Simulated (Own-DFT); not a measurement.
# Which defects push the lattice out? zincblende GaAs

The numbers are computed, not measured, by runs of the plane-wave DFT program Own-DFT (in-house, retired, unreviewed) at fixed positions, with no spin and no spin-orbit coupling.

Settings: PBE; PseudoDojo norm-conserving scalar-relativistic files; cutoff 42 hartree; 3 x 3 x 3 k mesh centred on Gamma; Fermi-Dirac smearing of 0.1 eV.

Caveats (not all hold for every row): not probed for a lower state with spin; forces not confirmed at this smearing and k mesh; stress not checked against mesh or cutoff.

All runs share one cell, with vectors in Å (11.737, 0.000, 0.000); (0.000, 11.737, 0.000); (0.000, 0.000, 10.833) and a volume of 1492.4 Å³, strained against the parent crystal. u is the rms random offset of the atoms per axis. The defect's site can differ from row to row.

```
                             cell     formula   u (Å)  P (GPa)
                        no defect    As32Ga32  0.0319     1.25
                        no defect    As32Ga32  0.0484     1.55
                        no defect    As32Ga32  0.0517     1.58
              one P on an As site   As31Ga32P  0.0306     1.01
              one P on an As site   As31Ga32P  0.0308        ?
              one P on an As site   As31Ga32P  0.0319     1.02
              one P on an As site   As31Ga32P  0.0342     1.06
              one In on a Ga site  As32Ga31In  0.0491     2.16
              one In on a Ga site  As32Ga31In  0.0503     2.10
              one In on a Ga site  As32Ga31In  0.0509     2.19
              one Al on a Ga site  AlAs32Ga31  0.0276     1.23
              one Al on a Ga site  AlAs32Ga31  0.0299     1.20
              one Al on a Ga site  AlAs32Ga31  0.0509     1.56
one As vacancy and one Ga vacancy    As31Ga31  0.0279     0.93
one As vacancy and one Ga vacancy    As31Ga31  0.0303     0.92
one As vacancy and one Ga vacancy    As31Ga31  0.0538     1.26
```

## What the rows give

P = P0 + c u² + a shift for each defect gives P0 = 1.09 GPa, c = 183 ± 12 GPa/Å² and a scatter of 0.03 GPa. The shifts, and each times the cell's volume:

- one In on a Ga site: 0.60 ± 0.02 GPa, 5.6 eV
- one Al on a Ga site: -0.02 ± 0.03 GPa, -0.2 eV (not resolved)
- one P on an As site: -0.25 ± 0.03 GPa, -2.3 eV
- one As vacancy and one Ga vacancy: -0.33 ± 0.02 GPa, -3.1 eV

A positive shift means that the defect pushes the cell outwards. Shift times volume (160.2 GPa Å³ is 1 eV) depends little on the cell's size, so, taken for each site, it can be compared between cells at like pressure. The atoms around the defects weren't relaxed, which would change these numbers.

## Withheld run

The question: what pressure belongs in the blank (one P on an As site, u = 0.0308 Å)?

The fitted form gives 1.02 ± 0.03 GPa. The calculation gave 1.01 GPa.
